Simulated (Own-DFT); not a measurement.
# Computed records: InGa3As4 (zincblende random alloy, strained, atoms displaced), Si7Ge (diamond-structure random alloy, atoms displaced)

A calculation, not a measurement: plane-wave density functional theory by an unreviewed code, no spin, of a simulated periodic cell, stress positive in tension, run twice, with PBE and with PBEsol, both on files made for PBE, so the change isn't that of files made for PBEsol, forces on such cells passed a denser k mesh, this cell's mesh not checked; the far tail of each file's local potential was reset to the Coulomb form; each entry is a single point on an unrelaxed cell, so the pressure reflects the starting lattice, mostly measured values (interpolated for alloys), from which strain is counted, and rises with the displacements; printed positions are rounded, which can move forces by about a meV/angstrom; the program, named Own-DFT, is a retired in-house code; no spin-orbit coupling; stress was not checked against mesh or cutoff. Program: Own-DFT development build.

Settings shared by all entries: functional PBE, then PBEsol; potential files PseudoDojo norm-conserving, scalar-relativistic, standard set; wave cutoff 42 hartree; occupations Fermi-Dirac; smearing width 0.1 eV; k mesh 3 x 3 x 3 centred on Gamma.

(1) InGa3As4 (zincblende random alloy, strained, atoms displaced)

```
InGa3As4
1.0
     11.7375    -0.1071    -0.1999
     -0.1071    11.6315    -0.1506
     -0.1999    -0.1506    11.5875
Ga As Ga In Ga As Ga In Ga As Ga As Ga In Ga As Ga In Ga As Ga In Ga As In Ga As
4 4 2 1 1 4 1 1 2 4 4 4 1 2 1 4 2 1 1 4 1 1 2 4 2 2 4
Direct
  0.99933 0.99954 0.00789
  0.00029 0.25043 0.25225
  0.24805 0.99957 0.24991
  0.25343 0.25339 0.99517
  0.12508 0.12810 0.12982
  0.12835 0.38293 0.37980
  0.36906 0.11471 0.37361
  0.36860 0.37509 0.12046
  0.99209 0.99999 0.49869
  0.00173 0.24930 0.75166
  0.24228 0.99818 0.75125
  0.24803 0.24607 0.49380
  0.13097 0.12492 0.62773
  0.11598 0.37543 0.87210
  0.38981 0.12561 0.86859
  0.38316 0.37404 0.63447
  0.99584 0.49970 0.98990
  0.99646 0.75033 0.25027
  0.24987 0.50459 0.24923
  0.24863 0.75550 0.00545
  0.12502 0.62949 0.12467
  0.12566 0.87295 0.37734
  0.36885 0.63291 0.37342
  0.38094 0.87108 0.11897
  0.00128 0.49593 0.50218
  0.00500 0.75466 0.74796
  0.24883 0.50421 0.75410
  0.25075 0.74944 0.49666
  0.12838 0.62825 0.63193
  0.13580 0.87346 0.87569
  0.36980 0.62439 0.87439
  0.37020 0.87955 0.62817
  0.50495 0.99825 0.00455
  0.50287 0.25081 0.24098
  0.75038 0.00579 0.25530
  0.74933 0.25403 0.99720
  0.62304 0.12553 0.11972
  0.61914 0.37196 0.36925
  0.88138 0.12559 0.37970
  0.87182 0.36986 0.12822
  0.49178 0.00662 0.50784
  0.50189 0.24781 0.74862
  0.75112 0.00116 0.74738
  0.75037 0.25301 0.49536
  0.63150 0.12171 0.62707
  0.62937 0.37512 0.87418
  0.87269 0.12005 0.86896
  0.87774 0.37947 0.62024
  0.50027 0.50338 0.99191
  0.50020 0.75041 0.25412
  0.75212 0.49617 0.24994
  0.74046 0.74678 0.99908
  0.62359 0.62439 0.12198
  0.62845 0.87609 0.37157
  0.87480 0.62583 0.37909
  0.87330 0.87228 0.12297
  0.49879 0.50148 0.50461
  0.50148 0.75259 0.74976
  0.74780 0.49907 0.75254
  0.75521 0.75282 0.50632
  0.61960 0.62493 0.62023
  0.62466 0.88067 0.86932
  0.87207 0.62534 0.87121
  0.87126 0.87593 0.63041
```

* PBE pressure: 2.41 GPa
* PBE stress xx: -2.01 GPa
* PBE stress yy: -2.55 GPa
* PBE stress zz: -2.67 GPa
* PBE stress yz: -1.76 GPa
* PBE stress xz: -2.53 GPa
* PBE stress xy: -1.62 GPa
* PBEsol pressure: -0.41 GPa
* PBEsol stress xx: 0.82 GPa
* PBEsol stress yy: 0.27 GPa
* PBEsol stress zz: 0.13 GPa
* PBEsol stress yz: -1.71 GPa
* PBEsol stress xz: -2.43 GPa
* PBEsol stress xy: -1.55 GPa
* rms change of force components from PBE to PBEsol: 0.037 eV/Å

Force:
```tsv
force element	PBE force x (eV/Å)	PBE force y (eV/Å)	PBE force z (eV/Å)	PBEsol force x (eV/Å)	PBEsol force y (eV/Å)	PBEsol force z (eV/Å)
Ga	-0.02	-0.199	-0.631	-0.017	-0.184	-0.596
Ga	0.181	0.146	0.195	0.178	0.143	0.192
Ga	-0.364	-0.855	-0.523	-0.345	-0.801	-0.481
Ga	-0.499	-0.671	-0.55	-0.469	-0.619	-0.508
As	0.322	0.117	-0.343	0.294	0.089	-0.327
As	-0.004	-0.42	-0.476	-0.019	-0.422	-0.461
As	0.527	0.986	0.462	0.496	0.944	0.446
As	0.173	1.373	-0.093	0.17	1.3	-0.092
Ga	0.937	-0.379	0.609	0.91	-0.348	0.588
Ga	-0.617	-0.529	-0.806	-0.581	-0.496	-0.769
In	1.109	0.485	0.145	1.094	0.467	0.129
Ga	0.383	0.192	0.55	0.373	0.183	0.539
As	-1.722	1.216	-1.304	-1.671	1.154	-1.253
As	1.14	0.274	0.377	1.087	0.257	0.355
As	-0.472	0.226	1.306	-0.467	0.21	1.248
As	-1.6	-0.503	-0.094	-1.531	-0.486	-0.105
Ga	-0.066	0.103	0.793	-0.052	0.11	0.753
In	-0.178	-0.481	-0.117	-0.16	-0.453	-0.108
Ga	-0.26	-0.242	-0.364	-0.245	-0.213	-0.342
Ga	-0.003	-0.958	-0.442	0.009	-0.911	-0.43
As	0.4	-0.967	-0.816	0.381	-0.927	-0.78
As	0.561	1.21	0.747	0.53	1.146	0.704
As	-0.454	-0.819	0.468	-0.437	-0.798	0.446
As	-0.714	1.47	0.136	-0.694	1.399	0.131
Ga	0.051	0.734	0.031	0.051	0.711	0.035
Ga	-0.332	-0.314	0.318	-0.305	-0.298	0.31
Ga	-0.283	-0.897	-0.336	-0.263	-0.838	-0.313
Ga	-0.342	0.258	0.591	-0.321	0.267	0.57
As	-0.103	-0.098	-0.801	-0.105	-0.104	-0.774
As	-1.969	-0.563	1.522	-1.899	-0.55	1.45
As	0.114	0.302	0.984	0.117	0.278	0.934
As	0.45	-0.414	-1.483	0.431	-0.408	-1.429
Ga	-0.461	-0.245	-0.891	-0.429	-0.221	-0.863
In	-1.787	-1.066	-0.17	-1.712	-1.018	-0.166
In	-0.107	-0.468	-1.092	-0.099	-0.457	-1.05
Ga	0.038	-0.771	-0.191	0.036	-0.729	-0.176
As	1.079	0.107	-0.855	1.023	0.092	-0.813
As	2.051	1.163	1.165	1.975	1.113	1.117
As	0.473	1.449	0.506	0.435	1.376	0.477
As	0.632	0.554	-0.166	0.588	0.521	-0.162
Ga	0.378	-0.695	-0.356	0.363	-0.662	-0.336
Ga	0.697	-0.021	-0.088	0.674	-0.011	-0.071
In	-0.771	-1.025	-0.053	-0.744	-0.985	-0.048
Ga	-0.103	-0.152	0.146	-0.081	-0.14	0.148
As	-1.37	1.857	-1.462	-1.34	1.774	-1.405
As	-0.39	0.152	-0.046	-0.381	0.138	-0.053
As	1.963	2.019	2.193	1.883	1.944	2.104
As	-0.343	-0.422	0.714	-0.335	-0.418	0.677
Ga	-0.326	-0.44	0.155	-0.307	-0.406	0.155
In	-0.136	-0.584	-0.717	-0.128	-0.55	-0.699
Ga	-0.348	0.156	0.038	-0.33	0.151	0.041
Ga	0.412	0.263	-0.406	0.409	0.264	-0.381
As	0.61	-0.706	-0.018	0.574	-0.677	-0.031
As	0.167	0.541	2.593	0.161	0.513	2.481
As	-0.47	-0.752	0.633	-0.451	-0.727	0.594
As	-0.491	0.527	-1.033	-0.473	0.503	-0.982
In	-1.27	-1.118	-1.632	-1.215	-1.071	-1.561
In	-1.021	-0.799	-0.421	-0.985	-0.758	-0.409
Ga	-0.035	-0.014	-0.8	-0.022	-0.001	-0.758
Ga	-0.807	-0.562	-0.697	-0.772	-0.532	-0.669
As	2.92	1.216	1.289	2.8	1.171	1.252
As	0.456	0.071	2.349	0.429	0.052	2.258
As	0.205	0.649	0.201	0.185	0.595	0.194
As	1.808	-0.667	-0.947	1.727	-0.647	-0.925
```

(2) Si7Ge (diamond-structure random alloy, atoms displaced)

```
Si7Ge
1.0
     10.9187     0.0000     0.0000
      0.0000    10.9187     0.0000
      0.0000     0.0000    10.9187
Ge Si Ge Si Ge Si Ge Si Ge Si Ge Si Ge Si Ge
1 3 1 11 1 13 1 4 1 4 1 9 1 12 1
Direct
  0.99891 0.99938 0.99748
  0.99912 0.24707 0.24808
  0.25208 0.99919 0.25025
  0.24534 0.25032 0.99940
  0.12246 0.12240 0.12033
  0.12229 0.37250 0.37264
  0.37342 0.12992 0.37375
  0.37275 0.37649 0.12575
  0.99995 0.00564 0.49461
  0.99537 0.25021 0.75074
  0.25378 0.00082 0.74979
  0.25117 0.25154 0.49814
  0.12450 0.12740 0.62331
  0.12880 0.37492 0.87647
  0.37417 0.11896 0.87198
  0.36915 0.37608 0.62267
  0.99855 0.50185 0.00196
  0.00103 0.74808 0.25100
  0.25295 0.50231 0.25200
  0.25206 0.75375 0.99995
  0.12181 0.62384 0.12550
  0.12634 0.87556 0.37544
  0.37272 0.62178 0.37496
  0.37128 0.87521 0.12275
  0.99430 0.50204 0.49981
  0.99964 0.75255 0.74916
  0.25266 0.49975 0.74684
  0.24637 0.74843 0.49594
  0.11953 0.62662 0.62920
  0.12938 0.87840 0.87642
  0.37515 0.62603 0.87840
  0.37459 0.87289 0.62330
  0.49809 0.99820 0.99874
  0.50184 0.24749 0.25008
  0.75079 0.99772 0.24975
  0.74787 0.24915 0.99922
  0.62361 0.12758 0.11948
  0.62415 0.37592 0.37666
  0.87463 0.12219 0.37722
  0.87802 0.37837 0.12595
  0.50037 0.00099 0.50041
  0.49797 0.25105 0.74672
  0.75103 0.99556 0.75419
  0.74854 0.25275 0.50234
  0.62100 0.12636 0.62708
  0.62537 0.37478 0.86907
  0.87707 0.12848 0.87919
  0.87840 0.36978 0.62529
  0.49982 0.49881 0.00052
  0.50196 0.75421 0.24811
  0.74887 0.49760 0.24794
  0.74744 0.74670 0.99450
  0.63036 0.62207 0.12763
  0.62130 0.87137 0.37859
  0.87095 0.62722 0.37356
  0.87343 0.86972 0.13159
  0.49888 0.50259 0.49192
  0.50109 0.75202 0.74686
  0.74981 0.49652 0.75308
  0.74888 0.75586 0.49952
  0.62313 0.63085 0.62400
  0.62377 0.87900 0.86903
  0.87281 0.62191 0.87401
  0.87116 0.87783 0.62770
```

- PBE pressure: 2.28 GPa
- PBE stress xx: -2.3 GPa
- PBE stress yy: -2.27 GPa
- PBE stress zz: -2.28 GPa
- PBE stress yz: -0.24 GPa
- PBE stress xz: -0.13 GPa
- PBE stress xy: 0.38 GPa
- PBEsol pressure: 0.78 GPa
- PBEsol stress xx: -0.79 GPa
- PBEsol stress yy: -0.77 GPa
- PBEsol stress zz: -0.78 GPa
- PBEsol stress yz: -0.24 GPa
- PBEsol stress xz: -0.13 GPa
- PBEsol stress xy: 0.38 GPa
- rms change of force components from PBE to PBEsol: 0.037 eV/Å

Force:
```tsv
force element	PBE force x (eV/Å)	PBE force y (eV/Å)	PBE force z (eV/Å)	PBEsol force x (eV/Å)	PBEsol force y (eV/Å)	PBEsol force z (eV/Å)
Ge	-0.648	-0.937	0.224	-0.583	-0.864	0.267
Si	-0.347	0.224	0.34	-0.298	0.163	0.281
Si	-0.143	0.19	0.106	-0.187	0.234	0.061
Si	1.154	-0.161	-0.183	1.096	-0.221	-0.128
Ge	0.61	0.309	0.947	0.546	0.255	0.876
Si	0.092	0.53	0.181	0.088	0.525	0.175
Si	0.118	-0.513	-0.143	0.158	-0.551	-0.095
Si	0.246	-0.419	-0.097	0.236	-0.42	-0.092
Si	0.479	-0.688	0.82	0.44	-0.726	0.854
Si	1.118	-0.115	0.263	1.11	-0.113	0.269
Si	-0.717	-0.339	-0.725	-0.712	-0.335	-0.729
Si	-0.662	0.018	0.025	-0.655	0.015	0.023
Si	0.116	-0.13	0.243	0.114	-0.129	0.248
Si	-0.507	0.117	-0.746	-0.552	0.166	-0.697
Si	0.24	1.243	0.533	0.239	1.235	0.534
Si	1.073	0.101	-0.346	1.069	0.1	-0.344
Ge	0.354	-0.229	-0.615	0.343	-0.225	-0.599
Si	0.069	0.085	0.268	0.077	0.081	0.268
Si	-0.91	-0.499	-0.41	-0.904	-0.494	-0.408
Si	-1.003	-0.456	0.344	-0.948	-0.514	0.288
Si	1.062	0.629	0.279	1.001	0.563	0.218
Si	-0.322	0.124	-0.31	-0.324	0.126	-0.306
Si	0.336	1.159	-0.438	0.334	1.16	-0.432
Si	0.748	0.156	0.428	0.737	0.156	0.423
Si	0.473	-0.218	-0.041	0.467	-0.214	-0.048
Si	0.077	-0.16	0.886	0.018	-0.097	0.839
Si	-0.8	0.236	0.362	-0.744	0.289	0.41
Si	0.188	-0.178	0.784	0.188	-0.182	0.773
Si	0.484	-0.316	-0.705	0.481	-0.314	-0.693
Si	-0.148	-0.489	-0.678	-0.197	-0.431	-0.622
Ge	0.266	0.023	-0.581	0.258	0.025	-0.568
Si	-0.457	-0.148	0.004	-0.409	-0.103	-0.047
Si	0.135	0.101	-0.021	0.138	0.096	-0.016
Si	-0.19	0.558	-0.214	-0.176	0.555	-0.214
Si	-0.671	0.188	0.17	-0.672	0.194	0.165
Ge	0.383	0.875	-0.003	0.377	0.858	-0.002
Si	-0.212	-1.072	0.94	-0.151	-1.008	0.873
Si	-0.105	-0.52	-0.161	-0.054	-0.47	-0.211
Si	-0.633	0.844	-0.645	-0.639	0.841	-0.637
Si	-0.218	-1.074	0.115	-0.258	-1.001	0.066
Ge	-0.46	0.142	-0.136	-0.448	0.137	-0.131
Si	-0.431	0.009	0.28	-0.436	0.013	0.279
Si	-0.247	1.92	-0.001	-0.177	1.854	-0.061
Si	0.011	-0.583	-0.079	0.01	-0.575	-0.083
Si	1.013	-0.073	0.224	0.958	-0.132	0.175
Si	-0.769	0.003	0.547	-0.719	-0.05	0.592
Si	-0.521	-0.604	-1	-0.518	-0.599	-0.882
Si	-0.713	0.896	-0.072	-0.703	0.886	-0.071
Si	0.574	-0.273	0.316	0.526	-0.223	0.263
Si	-0.469	-0.856	-0.032	-0.466	-0.848	-0.037
Ge	0.375	-0.079	0.654	0.368	-0.078	0.636
Si	0.071	0.461	0.506	0.068	0.464	0.492
Si	-1.202	0.783	-0.936	-1.13	0.716	-0.86
Si	0.528	0.649	-0.805	0.468	0.697	-0.741
Si	0.223	0.157	0.43	0.164	0.11	0.371
Si	-0.165	-0.029	-1.001	-0.126	0.004	-1.031
Si	0.062	-0.206	1.342	0.069	-0.204	1.33
Si	-0.258	0.101	0.22	-0.302	0.058	0.269
Si	0.117	0.443	-1.19	0.122	0.438	-1.187
Si	-0.076	-0.906	-0.045	-0.016	-0.841	0.011
Si	0.437	-0.936	-0.208	0.436	-0.931	-0.204
Si	-0.254	-0.787	0.899	-0.261	-0.781	0.892
Si	0.138	0.657	-0.361	0.194	0.601	-0.311
Ge	0.886	0.065	-0.754	0.863	0.06	-0.735
```
